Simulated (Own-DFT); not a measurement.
SiC (4H silicon carbide, atoms displaced) (calculated)

A calculation, not a measurement: plane-wave PBE density functional theory by an unreviewed code, no spin, of a simulated periodic cell, stress positive in tension, free energy of the whole cell less one offset for each atom, forces on such cells passed a denser k mesh, this cell's mesh not checked; offsets are fitted by least squares, one for each functional and potential file, so energies compare only between cells with the same atoms and settings and are not formation energies; the far tail of each file's local potential was reset to the Coulomb form; each entry is a single point on an unrelaxed cell, so the pressure reflects the starting lattice, mostly measured values (interpolated for alloys), from which strain is counted, and rises with the displacements; printed positions are rounded, which can move forces by about a meV/angstrom; the program, named Own-DFT, is a retired in-house code; no spin-orbit coupling. Program: Own-DFT development build.

Common to all runs: functional PBE; potential files PseudoDojo norm-conserving, scalar-relativistic, standard set; wave cutoff 42 hartree; occupations Fermi-Dirac; smearing width 0.1 eV; hardware one NVIDIA H100; k mesh 4 x 4 x 3 centred on Gamma.

(1) SiC (4H silicon carbide, atoms displaced)

```
SiC
1.0
      9.2481     0.0000     0.0000
     -4.6241     8.0091     0.0000
      0.0000     0.0000    10.0681
Si C Si C Si C Si C Si C Si C Si C Si C Si C Si C Si C Si C Si C Si C Si C Si C Si C Si C
2 2 2 2 2 2 2 2 2 2 2 2 2 2 2 2 2 2 2 2 2 2 2 2 2 2 2 2 2 2 2 2 2 2 2 2
Direct
  0.00417 0.00700 0.39864
  0.09347 0.21609 0.14281
  0.99630 0.00533 0.09003
  0.10016 0.22221 0.35306
  0.98351 0.33232 0.40291
  0.10106 0.55398 0.14777
  0.00265 0.34044 0.08015
  0.09506 0.56221 0.34118
  0.98047 0.67026 0.41802
  0.10323 0.87878 0.15147
  0.00797 0.67556 0.07846
  0.10692 0.90239 0.34447
  0.34027 0.98836 0.38488
  0.44606 0.24674 0.16120
  0.32043 0.99544 0.10474
  0.42783 0.20362 0.33233
  0.31915 0.32050 0.40681
  0.44574 0.56151 0.15550
  0.34896 0.34132 0.10757
  0.42762 0.56437 0.34871
  0.35168 0.68160 0.39185
  0.43821 0.88933 0.16147
  0.32731 0.65939 0.09078
  0.44586 0.87836 0.34828
  0.66216 0.99858 0.40526
  0.79172 0.23649 0.15524
  0.65583 0.99467 0.07911
  0.79321 0.22562 0.33565
  0.66582 0.33839 0.41687
  0.77687 0.56185 0.15976
  0.65408 0.33858 0.08683
  0.78108 0.56484 0.35776
  0.67329 0.65828 0.40603
  0.77975 0.87613 0.16080
  0.64113 0.65367 0.11156
  0.78978 0.90171 0.34900
  0.01398 0.02878 0.90619
  0.87908 0.75739 0.65198
  0.98283 0.00059 0.59324
  0.88171 0.78613 0.84167
  0.97894 0.66512 0.91652
  0.91481 0.44728 0.65240
  0.98730 0.68591 0.58906
  0.88616 0.44834 0.83031
  0.99514 0.33655 0.91077
  0.89184 0.11983 0.63961
  0.00094 0.33205 0.58172
  0.87529 0.09371 0.81801
  0.67040 0.99559 0.90666
  0.56822 0.78624 0.65223
  0.62561 0.98167 0.58215
  0.57686 0.79299 0.84742
  0.65043 0.66964 0.89032
  0.56476 0.47159 0.66353
  0.68264 0.67338 0.62479
  0.56604 0.44763 0.83709
  0.65458 0.31303 0.91336
  0.54736 0.11989 0.65258
  0.67479 0.36108 0.59699
  0.55967 0.11763 0.84280
  0.34663 0.01991 0.90100
  0.22723 0.77792 0.66194
  0.34322 0.99532 0.58731
  0.21514 0.79997 0.83168
  0.32326 0.64798 0.89601
  0.24073 0.46211 0.67573
  0.33021 0.65740 0.59356
  0.21567 0.43985 0.84818
  0.32342 0.33747 0.92363
  0.21484 0.10446 0.65866
  0.33392 0.33718 0.59735
  0.23073 0.09952 0.84551
```

| Property | Result |
| --- | --- |
| free energy of cell above offsets | 14.324 eV |
| pressure | 12.23 GPa |
| stress xx | -13.24 GPa |
| stress yy | -11.18 GPa |
| stress zz | -12.27 GPa |
| stress yz | -0.96 GPa |
| stress xz | 0.32 GPa |
| stress xy | 2.25 GPa |
| wall time | 355.6 s |

Force:
```tsv
element	x (eV/Å)	y (eV/Å)	z (eV/Å)
Si	-0.889	0.578	3.135
Si	2.442	1.781	4.095
C	0.409	-1.802	-0.301
C	-0.078	1.336	-2.966
Si	5.249	3.46	0.628
Si	1.371	1.567	1.841
C	-0.46	-0.621	3.193
C	1.026	0.017	-0.219
Si	4.878	2.505	-2.541
Si	-0.615	2.974	1.344
C	-1.457	-2.179	6.148
C	2.579	-3.272	-1.554
Si	-3.72	0.756	3.536
Si	4.675	-6.041	-0.06
C	1.643	1.979	-1.901
C	1.286	3.454	3.333
Si	-0.158	1.824	0.774
Si	-5.15	-1.967	3.055
C	-7.57	1.353	-3.361
C	7.859	-4.835	-2.1
Si	-6.726	-4.485	5.256
Si	0.649	-0.424	-2.794
C	-0.756	0.618	-0.463
C	0.316	4.877	-3.77
Si	1.562	0.693	-0.622
Si	-2.658	-2.602	-1.544
C	1.249	1.2	4.893
C	-5.866	-2.375	0.272
Si	-0.153	-0.896	-1.497
Si	-0.448	-0.583	-0.631
C	2.948	0.674	3.117
C	-0.131	-4.15	-4.28
Si	-5.734	3.366	1.765
Si	-2.817	1.547	-0.718
C	7.003	3.908	-3.322
C	-1.578	-2.861	-0.911
Si	-0.207	-4.607	-2.209
Si	-0.706	9.145	6.093
C	3.66	-1.377	-1.289
C	0.923	-0.306	1.654
Si	0.318	1.258	-8.57
Si	-4.779	1.315	-0.467
C	9.872	-4.535	-0.112
C	0.875	-0.518	3.859
Si	-1.633	-0.8	-5.8
Si	-1.861	-1.42	0.562
C	0.732	1.217	1.691
C	0.503	3.389	4.13
Si	-1.055	2.351	-1.872
Si	-1.489	-1.423	1.594
C	3.103	4.118	0.697
C	-6.327	-1.902	-3.008
Si	6.219	-2.133	3.034
Si	-0.198	-6.683	-1.142
C	-7.253	0.458	-6.521
C	-2.372	-0.829	3.727
Si	0.164	5.229	-3.076
Si	1.456	1.057	0.294
C	1.453	-2.679	-0.073
C	0.978	-2.586	-1.006
Si	2.244	-4.711	3.133
Si	-0.875	0.804	-3.427
C	-3.458	0.068	-0.952
C	1.435	-2.682	4.02
Si	-0.843	6.466	2.302
Si	-0.164	-3.729	-5.586
C	0.177	2.375	0.122
C	-0.047	-1.832	1.266
Si	3.781	-0.784	-2.41
Si	0.311	0.328	-1.576
C	0.445	0.04	0.473
C	-5.562	4.542	-0.384
```

(2) SiC (4H silicon carbide, atoms displaced)

```
SiC
1.0
      9.2481     0.0000     0.0000
     -4.6241     8.0091     0.0000
      0.0000     0.0000    10.0681
Si C Si C Si C Si C Si C Si C Si C Si C Si C Si C Si C Si C Si C Si C Si C Si C Si C Si C
2 2 2 2 2 2 2 2 2 2 2 2 2 2 2 2 2 2 2 2 2 2 2 2 2 2 2 2 2 2 2 2 2 2 2 2
Direct
  0.01029 0.01584 0.40391
  0.10607 0.23064 0.15509
  0.01210 0.02264 0.09720
  0.11167 0.22365 0.34715
  0.99868 0.34036 0.40349
  0.12191 0.57940 0.14315
  0.99980 0.33558 0.09451
  0.07686 0.52955 0.35851
  0.00516 0.65982 0.40708
  0.12054 0.89980 0.15337
  0.99630 0.67055 0.10233
  0.09094 0.89039 0.35124
  0.31415 0.00508 0.40510
  0.44235 0.22993 0.14972
  0.34500 0.01280 0.09268
  0.44965 0.22764 0.33771
  0.34296 0.33534 0.41557
  0.44677 0.54637 0.15151
  0.32368 0.32090 0.10299
  0.45326 0.56701 0.34025
  0.31764 0.64666 0.38721
  0.45624 0.89174 0.15552
  0.31572 0.67840 0.10919
  0.46426 0.88201 0.34324
  0.66409 0.99080 0.41532
  0.76002 0.20891 0.17881
  0.66919 0.00250 0.07484
  0.79124 0.22663 0.34563
  0.65342 0.32421 0.39496
  0.79944 0.57294 0.15032
  0.65029 0.33288 0.08560
  0.76627 0.56421 0.35658
  0.66480 0.69836 0.39904
  0.78202 0.87416 0.17457
  0.67724 0.66717 0.09367
  0.77977 0.88748 0.34327
  0.00220 0.98309 0.92067
  0.89192 0.77557 0.64689
  0.00979 0.01227 0.59501
  0.88611 0.77076 0.85003
  0.01659 0.68049 0.91180
  0.88784 0.43620 0.66146
  0.00103 0.66684 0.58728
  0.88512 0.45397 0.85449
  0.99898 0.33182 0.90756
  0.89230 0.12852 0.65634
  0.98695 0.34054 0.58943
  0.90412 0.13656 0.85054
  0.64296 0.97810 0.91829
  0.54972 0.78357 0.66982
  0.64484 0.96355 0.59657
  0.54434 0.77428 0.85298
  0.69032 0.69310 0.89897
  0.53969 0.44466 0.66826
  0.64776 0.64563 0.58713
  0.56514 0.44308 0.84451
  0.67608 0.35609 0.90059
  0.54996 0.11602 0.66046
  0.65905 0.34313 0.61185
  0.54711 0.10225 0.84129
  0.29071 0.97951 0.90871
  0.23444 0.75999 0.64214
  0.33026 0.00654 0.59347
  0.25000 0.78312 0.85438
  0.35344 0.68641 0.90025
  0.22537 0.46367 0.64137
  0.32512 0.66508 0.58983
  0.21939 0.45606 0.84276
  0.32928 0.36018 0.90430
  0.22121 0.10757 0.65419
  0.31861 0.30987 0.59408
  0.22926 0.11747 0.85641
```

| Item | Value |
| --- | --- |
| free energy of cell above offsets | 16.319 eV |
| pressure | 12.58 GPa |
| stress xx | -14 GPa |
| stress yy | -14.23 GPa |
| stress zz | -9.51 GPa |
| stress yz | 1.12 GPa |
| stress xz | 0.89 GPa |
| stress xy | 0.65 GPa |
| wall time | 355.6 s |

Force:
```tsv
element	x (eV/Å)	y (eV/Å)	z (eV/Å)
Si	-1.99	-1.501	2.262
Si	0.504	0.951	1.543
C	-0.16	-4.882	1.012
C	0.026	2.55	-0.645
Si	2.081	-6.914	2.618
Si	-5.161	-7.603	3.242
C	-1.477	1.599	0.504
C	3.919	8.608	-5.424
Si	-5.506	1.659	0.557
Si	-0.553	0.873	1.909
C	4.027	4.061	-2.819
C	4.177	-1.467	-2.342
Si	2.714	-0.272	0.216
Si	1.249	-1.038	0.632
C	-0.697	-2.451	0.785
C	-2.443	-2.153	-0.227
Si	-0.673	0.46	-2.337
Si	-0.906	0.906	0.913
C	-1.884	3.581	-2.491
C	-0.941	-2.686	-0.162
Si	-0.317	2.356	1.288
Si	-1.136	1.515	0.384
C	9.033	1.786	-3.749
C	-4.611	-0.583	-0.907
Si	0.621	1.379	0.097
Si	0.595	1.515	-7.937
C	1.021	-0.575	11.02
C	-3.207	-2.793	3.318
Si	2.298	3.61	3.336
Si	-5.592	-5.569	3.611
C	3.149	1.689	1.72
C	2.028	-0.432	-2.26
Si	2.264	-8.446	3.966
Si	-0.824	2.743	-5.785
C	-1.561	0.681	-1.17
C	0.239	6.474	1.605
Si	-2.118	4.698	-2.558
Si	-1.21	0.332	0.32
C	-2.413	-1.711	-0.546
C	4.426	3.059	-2.631
Si	0.02	-2.744	-0.91
Si	-4.292	3.074	0.846
C	1.454	-0.505	2.384
C	3.78	1.232	-1.583
Si	-1.56	3.796	2.02
Si	0.841	-2.937	1.805
C	3.397	-1	-0.673
C	-0.153	-7.233	-2.662
Si	-0.137	6.008	-7.904
Si	1.435	-6.347	-0.529
C	0.602	9.374	-1.98
C	7.228	1.486	-2.412
Si	-4.298	-5.442	2.814
Si	1.466	-1.211	-2.22
C	-0.48	4.085	1.43
C	-6.143	3.875	0.446
Si	1.278	-6.181	2.247
Si	0.318	-0.657	0.067
C	1.768	-1.877	-2.666
C	-0.075	0.491	1.42
Si	6.55	4.399	0.842
Si	-9.635	6.475	3.655
C	1.695	-2.177	-0.914
C	-6.272	-0.612	-3.545
Si	-4.308	-6.841	4.93
Si	0.133	-5.975	2.811
C	7.194	-1.187	-3.821
C	-0.184	1.578	-1.278
Si	3.894	-3.658	1.398
Si	-0.589	-1.607	3.183
C	-0.609	5.66	0.445
C	-3.309	0.655	-2.507
```

(3) SiC (4H silicon carbide, atoms displaced)

```
SiC
1.0
      9.2481     0.0000     0.0000
     -4.6241     8.0091     0.0000
      0.0000     0.0000    10.0681
Si C Si C Si C Si C Si C Si C Si C Si C Si C Si C Si C Si C Si C Si C Si C Si C Si C Si C
2 2 2 2 2 2 2 2 2 2 2 2 2 2 2 2 2 2 2 2 2 2 2 2 2 2 2 2 2 2 2 2 2 2 2 2
Direct
  0.01291 0.99667 0.42128
  0.11378 0.23466 0.16539
  0.01270 0.99970 0.11272
  0.10837 0.22011 0.33762
  0.98983 0.31700 0.40848
  0.12043 0.55045 0.14901
  0.00614 0.34059 0.08875
  0.10687 0.54185 0.33695
  0.97679 0.64329 0.40087
  0.09627 0.89459 0.15697
  0.98867 0.65595 0.10828
  0.10859 0.88552 0.33553
  0.31367 0.98878 0.40052
  0.46728 0.25437 0.16989
  0.32902 0.98700 0.08996
  0.43361 0.23347 0.34852
  0.33895 0.32729 0.42110
  0.45160 0.54684 0.15373
  0.33384 0.33602 0.09839
  0.41375 0.54001 0.33749
  0.32973 0.67135 0.40837
  0.44456 0.88943 0.15149
  0.32632 0.65758 0.09627
  0.44150 0.89086 0.33482
  0.66084 0.00056 0.39993
  0.77105 0.21396 0.16585
  0.64571 0.98627 0.08874
  0.78834 0.23980 0.35200
  0.66962 0.33689 0.41425
  0.77802 0.55734 0.16378
  0.66615 0.32311 0.09826
  0.76478 0.55599 0.33198
  0.67120 0.66017 0.41462
  0.79546 0.91196 0.17186
  0.69039 0.67827 0.09583
  0.77267 0.88778 0.35691
  0.99701 0.01104 0.89641
  0.88933 0.76120 0.65626
  0.01447 0.01091 0.59366
  0.89661 0.78613 0.85232
  0.98969 0.66232 0.88876
  0.88315 0.44657 0.64994
  0.98458 0.64949 0.58541
  0.88528 0.44599 0.85670
  0.00357 0.34112 0.90595
  0.89872 0.10687 0.66208
  0.00646 0.33528 0.59833
  0.87988 0.09086 0.85274
  0.67403 0.02662 0.89463
  0.56367 0.77935 0.65371
  0.63944 0.98584 0.61820
  0.55919 0.78551 0.84509
  0.65987 0.66247 0.91574
  0.55750 0.44929 0.67299
  0.67403 0.67008 0.57958
  0.55781 0.44383 0.84590
  0.67866 0.34316 0.92188
  0.55147 0.09048 0.64581
  0.67787 0.32734 0.58744
  0.55267 0.11566 0.82961
  0.33138 0.99220 0.89050
  0.23783 0.79862 0.67627
  0.31478 0.99348 0.59303
  0.22802 0.78135 0.85907
  0.34015 0.66085 0.91642
  0.24487 0.46403 0.65152
  0.32996 0.66918 0.58340
  0.23033 0.44388 0.85156
  0.34305 0.32806 0.89745
  0.20497 0.10429 0.64862
  0.35511 0.34245 0.59214
  0.22460 0.12486 0.84401
```

| Item | Value |
| --- | --- |
| free energy of cell above offsets | 9.066 eV |
| pressure | 10.32 GPa |
| stress xx | -11.85 GPa |
| stress yy | -7.67 GPa |
| stress zz | -11.44 GPa |
| stress yz | -0.45 GPa |
| stress xz | -0.17 GPa |
| stress xy | 2.13 GPa |
| wall time | 339.5 s |

Force:
```tsv
element	x (eV/Å)	y (eV/Å)	z (eV/Å)
Si	-2.375	0.561	-5.27
Si	1.585	-1.389	-2.852
C	-8.356	6.062	-4.813
C	0.417	-1.184	5.067
Si	3.478	3.313	0.835
Si	-3.954	1.102	2.235
C	-0.801	-2.998	0.599
C	-1.127	0.671	1.667
Si	2.871	1.986	-1.605
Si	9.185	-5.273	0.17
C	1.9	1.569	-2.502
C	-1.422	-1.699	2.937
Si	2.324	1.512	-0.067
Si	-2.724	-4.804	-1.747
C	-1.536	2.078	-0.328
C	5.686	-3.113	-0.101
Si	-4.837	3.336	-3.287
Si	-1.574	2.644	1.028
C	1.364	-0.833	-2.133
C	3.168	1.371	1.915
Si	-0.226	-1.321	-3.277
Si	-2.869	-2.148	0.248
C	3.33	1.812	-0.491
C	-0.18	0.365	1.881
Si	-0.322	-0.056	1.685
Si	0.9	0.508	-1.595
C	4.486	3.526	0.031
C	-2.519	-3.829	-1.439
Si	-1.952	-0.013	-2.319
Si	1.042	-0.554	-3.98
C	0.221	2.178	1.028
C	0.956	-1.58	4.948
Si	-3.732	0.462	-5.92
Si	-0.799	-2.623	-1.946
C	-2.857	-0.528	0.735
C	1.104	0.442	0.151
Si	5.586	-2.524	4.442
Si	-1.343	1.91	0.389
C	-4.989	-4.427	0.438
C	-1.548	-0.987	-2.729
Si	1.971	1.927	5.119
Si	2.624	-2.484	2.043
C	1.128	2.751	0.974
C	1.209	-0.787	-3.372
Si	1.267	-1.02	-0.002
Si	-2.754	1.268	-0.127
C	0.132	-0.673	0.394
C	-2.272	5.612	-2.862
Si	-1.38	-4.67	2.194
Si	-1.022	-3.092	0.945
C	9.394	-0.787	-5.554
C	0.47	-1.026	0.083
Si	0.592	2.3	-0.779
Si	2.21	-0.443	-4.547
C	-0.128	-0.314	7.18
C	1.339	1.022	2.349
Si	-2.138	-2.197	-2.401
Si	-7.718	6.915	1.948
C	-2.814	-0.776	2.482
C	-0.143	1.321	1.467
Si	-0.771	4.208	4.681
Si	-0.063	-4.315	-2.904
C	1.488	1.283	-0.83
C	-0.578	-3.609	-2.463
Si	-0.409	1.048	-0.86
Si	-1.351	-2.861	1.113
C	0.661	2.08	3.386
C	-0.494	0.338	-2.108
Si	-2.241	1.868	3.601
Si	6.549	4.864	3.856
C	-2.377	-1.016	3.133
C	0.059	-4.261	-2.168
```
